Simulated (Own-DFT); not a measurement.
Simulation results for Si$_{7}$Ge (layered order of Si and Ge on the diamond lattice, atoms displaced)

Computed with Own-DFT development build. A calculation, not a measurement: plane-wave density functional theory by an unreviewed code, no spin, of a simulated periodic cell, stress positive in tension, run twice, with PBE and with PBEsol, both on files made for PBE, so the change isn't that of files made for PBEsol, forces on such cells passed a denser k mesh, this cell's mesh not checked; the far tail of each file's local potential was reset to the Coulomb form; each entry is a single point on an unrelaxed cell, so the pressure reflects the starting lattice, mostly measured values (interpolated for alloys), from which strain is counted, and rises with the displacements; printed positions are rounded, which can move forces by about a meV/angstrom; the program, named Own-DFT, is a retired in-house code; no spin-orbit coupling; stress was not checked against mesh or cutoff.

Si$_{7}$Ge (layered order of Si and Ge on the diamond lattice, atoms displaced)

```
CELL_PARAMETERS angstrom
10.91870 0.00000 0.00000
0.00000 10.91870 0.00000
0.00000 0.00000 10.91870
ATOMIC_POSITIONS crystal
Ge 0.98742 0.99144 0.99809
Si 0.00209 0.25204 0.25063
Si 0.25063 0.99949 0.25050
Ge 0.24143 0.25114 0.00042
Si 0.12604 0.11745 0.13246
Si 0.12926 0.37574 0.37324
Si 0.36526 0.12784 0.38731
Si 0.37381 0.35772 0.12611
Si 0.99962 0.01227 0.49949
Si 0.99439 0.25270 0.74676
Si 0.24981 0.99964 0.75495
Si 0.24605 0.25052 0.49342
Si 0.12700 0.11548 0.62709
Si 0.12874 0.38070 0.87048
Si 0.37368 0.13188 0.87303
Si 0.37905 0.37217 0.62901
Ge 0.99037 0.49675 0.00058
Si 0.99189 0.75325 0.25103
Si 0.24900 0.50346 0.24474
Ge 0.24934 0.74353 0.99446
Si 0.11856 0.62635 0.13247
Si 0.12674 0.86864 0.37646
Si 0.37077 0.63417 0.38322
Si 0.36981 0.88102 0.11628
Si 0.98882 0.51184 0.49238
Si 0.00920 0.75467 0.75046
Si 0.25339 0.50312 0.74586
Si 0.24839 0.75024 0.49712
Si 0.12740 0.62764 0.62299
Si 0.11254 0.87841 0.87315
Si 0.38310 0.62801 0.88521
Si 0.38220 0.87050 0.63127
Ge 0.49334 0.00394 0.99907
Si 0.49423 0.25895 0.24851
Si 0.75771 0.99718 0.24830
Ge 0.74480 0.24366 0.99461
Si 0.62518 0.11401 0.12835
Si 0.62140 0.38065 0.37158
Si 0.87227 0.11962 0.37889
Si 0.88348 0.37017 0.12019
Si 0.49966 0.00601 0.50752
Si 0.50584 0.25270 0.75357
Si 0.74849 0.00235 0.74419
Si 0.74154 0.24870 0.49713
Si 0.62267 0.13223 0.62648
Si 0.62844 0.37056 0.87063
Si 0.86978 0.12306 0.86841
Si 0.87335 0.37070 0.62594
Ge 0.49463 0.51087 0.00355
Si 0.51340 0.76797 0.25928
Si 0.74239 0.50899 0.25354
Ge 0.74774 0.73743 0.00604
Si 0.61806 0.63635 0.11016
Si 0.62689 0.86653 0.38269
Si 0.89055 0.62189 0.37751
Si 0.87471 0.86515 0.12330
Si 0.49895 0.50780 0.49562
Si 0.50412 0.75476 0.75178
Si 0.74475 0.50828 0.75066
Si 0.76341 0.74514 0.50098
Si 0.62212 0.62085 0.62177
Si 0.61843 0.87061 0.87386
Si 0.87452 0.62259 0.87619
Si 0.87830 0.87558 0.61529
```

* functional: PBE, then PBEsol
* potential files: PseudoDojo norm-conserving, scalar-relativistic, standard set
* wave cutoff: 42 hartree
* occupations: Fermi-Dirac
* smearing width: 0.1 eV
* k mesh: 3 x 3 x 3 centred on Gamma
* PBE pressure: 3.2 GPa
* PBE stress xx: -3.26 GPa
* PBE stress yy: -3.01 GPa
* PBE stress zz: -3.33 GPa
* PBE stress yz: 0.84 GPa
* PBE stress xz: -1.71 GPa
* PBE stress xy: 0.43 GPa
* PBEsol pressure: 1.69 GPa
* PBEsol stress xx: -1.75 GPa
* PBEsol stress yy: -1.51 GPa
* PBEsol stress zz: -1.82 GPa
* PBEsol stress yz: 0.84 GPa
* PBEsol stress xz: -1.76 GPa
* PBEsol stress xy: 0.45 GPa
* rms change of force components from PBE to PBEsol: 0.036 eV/Å

Force:
| force element | PBE force x (eV/Å) | PBE force y (eV/Å) | PBE force z (eV/Å) | PBEsol force x (eV/Å) | PBEsol force y (eV/Å) | PBEsol force z (eV/Å) |
| --- | --- | --- | --- | --- | --- | --- |
| Ge | 0.686 | 1.385 | 0.435 | 0.664 | 1.351 | 0.425 |
| Si | -0.095 | -0.711 | 0.373 | -0.096 | -0.703 | 0.374 |
| Si | 0.307 | -0.479 | 0.654 | 0.318 | -0.473 | 0.657 |
| Ge | -0.046 | -0.724 | -0.282 | -0.044 | -0.704 | -0.273 |
| Si | -1.128 | 0.355 | -0.6 | -1.115 | 0.355 | -0.678 |
| Si | -0.942 | 1.055 | -0.099 | -0.93 | 1.053 | -0.095 |
| Si | 1.553 | -0.776 | -1.915 | 1.545 | -0.782 | -1.902 |
| Si | -0.914 | 3.089 | -0.712 | -0.951 | 3.038 | -0.814 |
| Si | 0.602 | -2.029 | -0.116 | 0.603 | -1.994 | -0.124 |
| Si | 1.406 | -0.742 | 0.513 | 1.397 | -0.733 | 0.521 |
| Si | 0.346 | -0.522 | -0.126 | 0.353 | -0.526 | -0.108 |
| Si | -0.421 | 0.517 | 2.322 | -0.436 | 0.531 | 2.311 |
| Si | -0.02 | 1.768 | 0.043 | -0.004 | 1.741 | 0.058 |
| Si | -0.958 | -0.007 | -0.33 | -0.943 | -0.018 | -0.237 |
| Si | -0.158 | -0.028 | -0.261 | -0.156 | -0.027 | -0.167 |
| Si | -0.241 | 0.359 | -0.98 | -0.233 | 0.338 | -0.972 |
| Ge | 1.884 | 0.672 | -0.5 | 1.838 | 0.664 | -0.491 |
| Si | 1.501 | -0.245 | 0.353 | 1.473 | -0.223 | 0.349 |
| Si | 0.815 | -0.524 | 0.703 | 0.827 | -0.514 | 0.678 |
| Ge | -1.309 | 1.053 | 0.851 | -1.277 | 1.034 | 0.83 |
| Si | -0.063 | -0.036 | -0.768 | -0.073 | -0.034 | -0.841 |
| Si | -0.826 | 1.451 | -0.469 | -0.827 | 1.428 | -0.463 |
| Si | 1.011 | -0.616 | -2.147 | 1.004 | -0.61 | -2.141 |
| Si | 0.225 | -0.84 | 1.657 | 0.234 | -0.849 | 1.531 |
| Si | 3.44 | -3.853 | 3.342 | 3.42 | -3.834 | 3.346 |
| Si | -1.697 | -0.925 | -0.88 | -1.689 | -0.926 | -0.875 |
| Si | 0.525 | 0.184 | 0.517 | 0.532 | 0.204 | 0.515 |
| Si | 0.169 | 0.659 | 1.536 | 0.162 | 0.671 | 1.535 |
| Si | -0.439 | -0.324 | -0.132 | -0.441 | -0.336 | -0.136 |
| Si | 2.111 | -0.013 | 0.319 | 2.076 | 0.02 | 0.426 |
| Si | -1.163 | 0.352 | -3.193 | -1.139 | 0.337 | -3.043 |
| Si | -1.316 | 0.845 | -0.708 | -1.306 | 0.828 | -0.709 |
| Ge | 0.545 | -0.169 | -0.587 | 0.53 | -0.161 | -0.577 |
| Si | 1.372 | -2.457 | 1.496 | 1.374 | -2.446 | 1.493 |
| Si | -0.728 | -0.844 | 0.536 | -0.711 | -0.844 | 0.521 |
| Ge | 0.503 | 0.041 | 1.104 | 0.488 | 0.039 | 1.073 |
| Si | -0.279 | 1.266 | 0.47 | -0.295 | 1.243 | 0.378 |
| Si | -0.029 | -0.045 | 0.201 | -0.025 | -0.054 | 0.207 |
| Si | -0.127 | 1.523 | -0.949 | -0.135 | 1.509 | -0.941 |
| Si | -2.33 | -0.4 | 1.442 | -2.296 | -0.37 | 1.328 |
| Si | -0.025 | -0.723 | -0.396 | -0.022 | -0.714 | -0.4 |
| Si | -0.998 | -0.221 | -0.361 | -0.989 | -0.222 | -0.346 |
| Si | -0.245 | -0.97 | -0.059 | -0.25 | -0.966 | -0.062 |
| Si | 0.606 | 0.497 | -0.128 | 0.594 | 0.498 | -0.137 |
| Si | 0.198 | -0.617 | 0.067 | 0.201 | -0.607 | 0.079 |
| Si | -0.316 | 1.807 | 0.583 | -0.278 | 1.767 | 0.669 |
| Si | 0.321 | 0.096 | -0.176 | 0.321 | 0.096 | -0.078 |
| Si | -0.914 | 1.362 | -0.907 | -0.91 | 1.343 | -0.9 |
| Ge | 0.62 | -3.481 | 0.363 | 0.607 | -3.391 | 0.356 |
| Si | -3.005 | -2.156 | -2.581 | -2.988 | -2.14 | -2.582 |
| Si | 1.055 | -0.199 | -1.212 | 1.041 | -0.168 | -1.21 |
| Ge | 1.447 | 2.334 | -2.381 | 1.422 | 2.288 | -2.332 |
| Si | -0.949 | -1.272 | 4.456 | -0.939 | -1.255 | 4.279 |
| Si | 2.005 | 2.543 | 1.405 | 2.007 | 2.529 | 1.439 |
| Si | -3.863 | 2.194 | -2.838 | -3.833 | 2.186 | -2.855 |
| Si | -1.016 | 0.524 | 0.47 | -1.011 | 0.517 | 0.343 |
| Si | -0.56 | -1.076 | 0.435 | -0.564 | -1.067 | 0.42 |
| Si | -0.262 | -1.753 | -0.269 | -0.259 | -1.755 | -0.266 |
| Si | 0.621 | -1.321 | -0.213 | 0.614 | -1.293 | -0.203 |
| Si | -1.111 | -0.506 | -0.117 | -1.096 | -0.519 | -0.121 |
| Si | 0.511 | 1.211 | 0.18 | 0.496 | 1.202 | 0.169 |
| Si | 1.579 | 1.217 | 0.463 | 1.57 | 1.217 | 0.562 |
| Si | 0.203 | 0.707 | -1.14 | 0.217 | 0.698 | -1.025 |
| Si | 0.325 | 0.538 | 1.244 | 0.336 | 0.532 | 1.233 |
